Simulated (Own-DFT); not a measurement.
# One host, several defects: L1_0 TiAl

No measurement is shown. These are fixed-geometry runs of a retired plane-wave code named Own-DFT, which no person has reviewed; spin and spin-orbit coupling are neglected.

Settings: PBEsol; PseudoDojo norm-conserving scalar-relativistic files, made for PBE; cutoff 42 hartree; 4 x 4 x 4 k mesh centred on Gamma; cold (Marzari-Vanderbilt) smearing of 0.2 eV.

Keep in mind: forces on such cells failed a check on a denser k mesh; stress not checked against mesh or cutoff.

All runs share one cell, with vectors in Å (5.622, 5.622, 0.000); (-5.622, 5.622, 0.000); (0.000, 0.000, 8.133) and a volume of 514.0 Å³. Atoms were moved at random from their sites; u is the rms move along one axis. The defect's site can differ from row to row.

| cell | formula | u (Å) | P (GPa) |
|---|---|---|---|
| no defect | Al16Ti16 | 0.0187 | -1.68 |
| no defect | Al16Ti16 | 0.0213 | -1.66 |
| no defect | Al16Ti16 | 0.0563 | -0.87 |
| two Al vacancies | Al14Ti16 | 0.0321 | -3.29 |
| two Al vacancies | Al14Ti16 | 0.0493 | -2.99 |
| two Al vacancies | Al14Ti16 | 0.0496 | -2.71 |
| one Ti vacancy | Al16Ti15 | 0.0284 | -2.18 |
| one Ti vacancy | Al16Ti15 | 0.0299 | -2.27 |
| one Ti vacancy | Al16Ti15 | 0.0305 | -2.24 |
| one Ti vacancy | Al16Ti15 | 0.0317 | ? |

## What the rows give

P = P0 + c u² + a shift for each defect gives P0 = -1.79 GPa, c = 292 ± 38 GPa/Å² and a scatter of 0.10 GPa. The shifts, and each times the cell's volume:

- one Ti vacancy: -0.70 ± 0.08 GPa, -2.2 eV
- two Al vacancies: -1.78 ± 0.08 GPa, -5.7 eV (-2.9 eV for each of its 2 sites)

Against the defect-free cell, a freed cell would be larger where the shift is positive and smaller where it is negative (160.2 GPa Å³ is 1 eV). The atoms around the defects weren't relaxed, which would change these numbers.

## Test on the hidden row

The question: what pressure belongs in the blank (one Ti vacancy, u = 0.0317 Å)?

The fit gives -2.19 ± 0.11 GPa. The hidden result is -2.09 GPa.
